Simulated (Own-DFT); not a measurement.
# A change of arrangement and its cost: Al2C36Si34, 72 atoms

These are calculations, not measurements. They come from Own-DFT, an in-house plane-wave density functional program, since retired, whose code no person has reviewed. Each row is one single-point run on a periodic cell that was not relaxed, without spin or spin-orbit coupling.

Settings of every run: PBE; PseudoDojo norm-conserving scalar-relativistic files; cutoff 42 hartree; 4 x 4 x 3 k mesh centred on Gamma; Fermi-Dirac smearing of 0.1 eV.

Known limits: not probed for a lower state with spin; forces on such cells passed a denser k mesh, each cell not checked; stress not checked against mesh or cutoff.

All cells hold the same atoms in the same cell, with vectors in Å (9.248, 0.000, 0.000); (-4.624, 8.009, 0.000); (0.000, 0.000, 10.068). Every atom was moved at random from its ideal site; u is the rms move along one axis. The defect's site can differ from row to row. E is the free energy of the cell above the lowest run. The arrangements:

- A: 4H SiC, with two Al on a Si site each, 3.1 Å apart
- B: 2H SiC, with two Al on a Si site each, 3.1 Å apart

```
arrangement,u (Å),E (eV),P (GPa)
A,0.0300,0.000,5.64
A,0.0322,0.909,5.99
A,0.0331,0.503,5.85
A,0.0473,3.834,7.00
A,0.0477,5.054,7.45
A,0.0563,6.449,8.09
B,0.0294,0.123,5.75
B,0.0306,0.949,6.04
B,0.0314,0.508,5.94
B,0.0456,3.406,6.87
B,0.0527,5.338,7.55
B,0.0539,5.320,7.38
```

Question: once the cost of the random moves is taken out, how do the arrangements rank?

## Worked answer

Fit E = a + b u², with one b for all and one a for each arrangement, and with residuals divided by u², since the noise grows with the moves. Then b = 2759 eV/Å², the scatter at u = 0.04 Å is 0.46 eV, and against A:

- B: 0.18 ± 0.21 eV (not told apart from A)

These are energies of unrelaxed cells. Relaxing the atoms lowers the strained arrangements most, so the gaps would shrink and small ones could change sign.
